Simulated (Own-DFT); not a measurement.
# Computed records: Si₃N₄ (beta silicon nitride, strained, atoms displaced)

All values are calculated (Own-DFT development build). A calculation, not a measurement: plane-wave PBE density functional theory by an unreviewed code, no spin, of a simulated periodic cell, stress positive in tension, free energy of the whole cell less one offset for each atom, forces on such cells moved up to 12 meV/angstrom on a denser k mesh; offsets are fitted by least squares, one for each functional and potential file, so energies compare only between cells with the same atoms and settings and are not formation energies; the far tail of each file's local potential was reset to the Coulomb form; each entry is a single point on an unrelaxed cell, so the pressure reflects the starting lattice, mostly measured values (interpolated for alloys), from which strain is counted, and rises with the displacements; printed positions are rounded, which can move forces by about a meV/angstrom; the program, named Own-DFT, is a retired in-house code; no spin-orbit coupling; before rounding, a Quantum ESPRESSO 7.3.1 run of the same cell and cutoff gave forces within 1 meV/angstrom rms on each cell, which checks the program and not the settings.

```cif
# cell vector a (Å): 15.5093 -0.0614 0.0153
# cell vector b (Å): -7.8078 13.2711 -0.2027
# cell vector c (Å): 0.0059 -0.0861 5.7117
data_Si3N4
_symmetry_space_group_name_H-M 'P 1'
_symmetry_Int_Tables_number 1
_cell_length_a 15.5094
_cell_length_b 15.3989
_cell_length_c 5.7124
_cell_angle_alpha 91.529
_cell_angle_beta 89.881
_cell_angle_gamma 120.694
_cell_volume 1172.61
loop_
_atom_site_label
_atom_site_type_symbol
_atom_site_fract_x
_atom_site_fract_y
_atom_site_fract_z
_atom_site_occupancy
Si1 Si 0.08189 0.37912 0.11483 1
Si2 Si 0.11830 0.20246 0.13231 1
Si3 Si 0.30409 0.41869 0.12739 1
Si4 Si 0.41409 0.11523 0.37049 1
Si5 Si 0.37695 0.29419 0.36925 1
Si6 Si 0.20352 0.08806 0.38429 1
N1 N 0.16952 0.01870 0.11280 1
N2 N 0.49192 0.15059 0.12733 1
N3 N 0.34864 0.33284 0.11673 1
N4 N 0.33383 0.48238 0.37164 1
N5 N 0.01897 0.34918 0.37365 1
N6 N 0.14789 0.16166 0.38412 1
N7 N 0.16493 0.33764 0.12695 1
N8 N 0.34052 0.16682 0.37082 1
Si7 Si 0.08335 0.38281 0.62894 1
Si8 Si 0.11377 0.20236 0.64023 1
Si9 Si 0.29992 0.41724 0.60547 1
Si10 Si 0.40853 0.11496 0.87367 1
Si11 Si 0.38525 0.29571 0.88712 1
Si12 Si 0.20176 0.08570 0.86799 1
N9 N 0.16784 0.01726 0.62264 1
N10 N 0.48895 0.15011 0.61744 1
N11 N 0.34650 0.32932 0.63201 1
N12 N 0.33056 0.48308 0.86721 1
N13 N 0.01802 0.35093 0.85828 1
N14 N 0.14762 0.16306 0.88424 1
N15 N 0.17081 0.33516 0.62365 1
N16 N 0.32980 0.16638 0.87352 1
Si13 Si 0.08598 0.88522 0.13284 1
Si14 Si 0.11379 0.70422 0.11541 1
Si15 Si 0.29665 0.91210 0.12430 1
Si16 Si 0.41706 0.62081 0.37965 1
Si17 Si 0.38518 0.79642 0.37883 1
Si18 Si 0.20126 0.58331 0.36393 1
N17 N 0.16918 0.51227 0.11824 1
N18 N 0.48677 0.64832 0.12549 1
N19 N 0.35781 0.84113 0.11342 1
N20 N 0.33312 0.98550 0.36425 1
N21 N 0.01953 0.84488 0.36416 1
N22 N 0.14779 0.67094 0.37436 1
N23 N 0.16353 0.83260 0.11940 1
N24 N 0.33104 0.66616 0.36521 1
Si19 Si 0.08574 0.88579 0.63549 1
Si20 Si 0.11573 0.69088 0.62968 1
Si21 Si 0.29435 0.91135 0.63510 1
Si22 Si 0.41660 0.61781 0.89426 1
Si23 Si 0.38594 0.79302 0.87469 1
Si24 Si 0.20357 0.59217 0.86538 1
N25 N 0.16719 0.51745 0.62572 1
N26 N 0.48146 0.65510 0.63123 1
N27 N 0.34816 0.83085 0.62489 1
N28 N 0.32715 0.98100 0.87427 1
N29 N 0.01200 0.85197 0.88476 1
N30 N 0.15081 0.66627 0.85222 1
N31 N 0.16458 0.83548 0.61825 1
N32 N 0.33562 0.66583 0.87298 1
Si25 Si 0.58594 0.38728 0.12694 1
Si26 Si 0.61744 0.20487 0.13230 1
Si27 Si 0.79589 0.40702 0.12928 1
Si28 Si 0.91367 0.11558 0.36559 1
Si29 Si 0.88469 0.29997 0.37367 1
Si30 Si 0.69853 0.07969 0.38708 1
N33 N 0.66577 0.01794 0.12622 1
N34 N 0.98685 0.15163 0.12745 1
N35 N 0.84805 0.33347 0.12294 1
N36 N 0.83424 0.48902 0.37309 1
N37 N 0.51027 0.34629 0.36968 1
N38 N 0.64792 0.16585 0.38348 1
N39 N 0.66385 0.32958 0.11703 1
N40 N 0.83518 0.16996 0.35478 1
Si31 Si 0.58613 0.38668 0.65082 1
Si32 Si 0.61768 0.20733 0.61958 1
Si33 Si 0.80513 0.41836 0.63200 1
Si34 Si 0.90933 0.10961 0.87703 1
Si35 Si 0.89023 0.30072 0.88605 1
Si36 Si 0.69955 0.08387 0.87387 1
N41 N 0.66240 0.01606 0.61390 1
N42 N 0.97765 0.14405 0.63078 1
N43 N 0.85501 0.33210 0.64192 1
N44 N 0.82985 0.47815 0.88496 1
N45 N 0.51514 0.34418 0.88963 1
N46 N 0.65370 0.16745 0.87414 1
N47 N 0.66277 0.33822 0.62869 1
N48 N 0.83082 0.16235 0.86226 1
Si37 Si 0.58101 0.87984 0.11814 1
Si38 Si 0.61121 0.69896 0.12548 1
Si39 Si 0.79697 0.91298 0.13073 1
Si40 Si 0.91432 0.61495 0.37500 1
Si41 Si 0.88086 0.79212 0.38468 1
Si42 Si 0.70142 0.58252 0.38117 1
N49 N 0.67453 0.51504 0.12068 1
N50 N 0.97098 0.64294 0.11936 1
N51 N 0.84969 0.83147 0.13254 1
N52 N 0.83714 0.98632 0.38005 1
N53 N 0.51550 0.85085 0.37549 1
N54 N 0.64556 0.66404 0.36953 1
N55 N 0.67581 0.84276 0.11277 1
N56 N 0.82906 0.66383 0.37916 1
Si43 Si 0.58694 0.88793 0.61372 1
Si44 Si 0.61114 0.69575 0.62674 1
Si45 Si 0.80033 0.91312 0.61650 1
Si46 Si 0.90995 0.61940 0.87192 1
Si47 Si 0.88610 0.80171 0.87413 1
Si48 Si 0.69923 0.58347 0.87452 1
N57 N 0.66794 0.51453 0.62743 1
N58 N 0.98109 0.65075 0.62768 1
N59 N 0.85157 0.83452 0.62892 1
N60 N 0.83218 0.98490 0.87282 1
N61 N 0.51242 0.84545 0.87785 1
N62 N 0.65416 0.66694 0.86543 1
N63 N 0.66398 0.83297 0.62461 1
N64 N 0.82653 0.65978 0.87895 1
_calc_functional 'PBE'
_calc_potential_files 'PseudoDojo norm-conserving, scalar-relativistic, standard set'
_calc_wave_cutoff 42  # hartree
_calc_occupations 'Fermi-Dirac'
_calc_smearing_width 0.1  # eV
_calc_k_mesh '2 x 2 x 4 centred on Gamma'
_calc_free_energy_of_cell_above_offsets '-6.929'  # eV
_calc_pressure 7.24  # GPa
_calc_stress_xx 2.08  # GPa
_calc_stress_yy -1.86  # GPa
_calc_stress_zz -21.94  # GPa
_calc_stress_yz -4.1  # GPa
_calc_stress_xz 0.01  # GPa
_calc_stress_xy -2.05  # GPa
```

Force:
| element | x (eV/Å) | y (eV/Å) | z (eV/Å) |
| --- | --- | --- | --- |
| Si | 2.682 | 1.277 | 1.369 |
| Si | -1.567 | 1.621 | 0.794 |
| Si | -2.363 | -4.081 | -4.273 |
| Si | 1.444 | 0.393 | -0.153 |
| Si | 2.969 | -0.257 | 1.462 |
| Si | 1.485 | 0.939 | -2.732 |
| N | -0.542 | -1.825 | 2.27 |
| N | -3.403 | -1.679 | -1.142 |
| N | -2.231 | 1.592 | 2.402 |
| N | 0.889 | 5.371 | 0.027 |
| N | -2.745 | -0.416 | -1.08 |
| N | 0.161 | 0.246 | 0.105 |
| N | 2.625 | -1.483 | -0.057 |
| N | -3.507 | -0.312 | 0.124 |
| Si | 5.053 | 1.578 | -3.721 |
| Si | -0.89 | 0.549 | -0.961 |
| Si | 0.046 | -4.379 | 4.39 |
| Si | 2.149 | 0.746 | -0.067 |
| Si | 0.438 | -0.727 | -3.589 |
| Si | -0.392 | 2.081 | 1.895 |
| N | -0.615 | -2.144 | -0.538 |
| N | -2.135 | -1.067 | 1.85 |
| N | -0.716 | 1.447 | -0.714 |
| N | 1.365 | 2.534 | 1.429 |
| N | -2.811 | -1.356 | 4.043 |
| N | 0.908 | -0.606 | -1.006 |
| N | -1.811 | -0.462 | 0.013 |
| N | 1.374 | -0.151 | 0.014 |
| Si | 2.413 | 1.634 | -2.459 |
| Si | -1.858 | 0.105 | 0.913 |
| Si | -0.288 | -1.232 | -0.709 |
| Si | -2.722 | -1.397 | -0.109 |
| Si | -1.019 | 0.567 | -1.819 |
| Si | -0.577 | 1.319 | 1.333 |
| N | -1.38 | 0.545 | -1.713 |
| N | 0.074 | 0.408 | 2.571 |
| N | -0.782 | -0.637 | 2.06 |
| N | 0.236 | -0.342 | 2.868 |
| N | -3.865 | -0.997 | 4.322 |
| N | 3.231 | -2.879 | -3.589 |
| N | 0.709 | -0.123 | -0.292 |
| N | 1.411 | -0.256 | 0.156 |
| Si | 1.645 | -0.975 | -1.505 |
| Si | -8.099 | 5.936 | -5.175 |
| Si | -0.296 | -1.424 | -3.924 |
| Si | -3.664 | -2.211 | -4.603 |
| Si | -1.43 | 0.942 | -0.888 |
| Si | 2.353 | -1.334 | 2.028 |
| N | -0.53 | -1.115 | -1.889 |
| N | 1.993 | -0.135 | 0.969 |
| N | -0.583 | 0.719 | 0.729 |
| N | 0.604 | 2.802 | 1.554 |
| N | 0.714 | 0.31 | -1.38 |
| N | 3.055 | -1.945 | 8.206 |
| N | 0.694 | -1.722 | 0.837 |
| N | -0.486 | -0.431 | 0.376 |
| Si | 2.825 | -1.617 | 3.001 |
| Si | 1.073 | -1.002 | -1.179 |
| Si | -2.604 | 0.748 | -0.464 |
| Si | -1.801 | 1.28 | 1.671 |
| Si | 1.321 | -1.811 | 1.023 |
| Si | 0.192 | 6.922 | -4.861 |
| N | -0.615 | -3.221 | -0.726 |
| N | 0.534 | -0.1 | -0.772 |
| N | 0.929 | 0.52 | 1.661 |
| N | 0.815 | -2.568 | 1.274 |
| N | -0.023 | 1.449 | 1.624 |
| N | 2.594 | -1.138 | -1.608 |
| N | 0.088 | 2.399 | 0.85 |
| N | -0.094 | -1.658 | 0.866 |
| Si | 0.507 | -1.751 | -4.55 |
| Si | -0.515 | 0.722 | 2.92 |
| Si | -1.686 | -2.965 | -1.629 |
| Si | -1.333 | 2.301 | 0.179 |
| Si | -0.18 | -3.853 | -1.571 |
| Si | 0.162 | 3.221 | 0.919 |
| N | -0.103 | -3.353 | 4.053 |
| N | 2.777 | 1.635 | -0.786 |
| N | -2.566 | 2.465 | -2.668 |
| N | 0.64 | 3.357 | 0.517 |
| N | -2.561 | -0.073 | -1.452 |
| N | -0.203 | -0.272 | -0.156 |
| N | 2.897 | -0.346 | -0.344 |
| N | 0.734 | 1.062 | 0.618 |
| Si | 3.633 | 2.755 | 1.212 |
| Si | 2.864 | 3.635 | -1.165 |
| Si | 2.256 | 0.493 | -1.522 |
| Si | -2.892 | 0.499 | 0.427 |
| Si | 1.813 | 0.125 | -2.266 |
| Si | -0.016 | 1.703 | -1.016 |
| N | -1.688 | -0.849 | 0.482 |
| N | 5.454 | 2.806 | 0.603 |
| N | -1.375 | 1.233 | 0.143 |
| N | 0.034 | 0.072 | -0.706 |
| N | -1.256 | -1.209 | -1.501 |
| N | 1.546 | -1.8 | 0.611 |
| N | -4.435 | -4.816 | 0.645 |
| N | 1.084 | 0.22 | 0.382 |
| Si | 2.391 | -1.695 | 2.739 |
| Si | -1.065 | 3.292 | -0.617 |
| Si | -1.826 | -1.259 | 1.618 |
| Si | -1.857 | -2.865 | -0.743 |
| Si | -0.085 | -3.074 | 1.732 |
| Si | 1.184 | 2.065 | 1.011 |
| N | -1.256 | -0.986 | -0.557 |
| N | 2.457 | 0.43 | 0.402 |
| N | -1.156 | 1.048 | -0.362 |
| N | 0.661 | -1.921 | 1.038 |
| N | 0.454 | 0.399 | -2.772 |
| N | -1.023 | -0.995 | 1.786 |
| N | 0.74 | -0.312 | -0.511 |
| N | 0.141 | 3.088 | -0.522 |
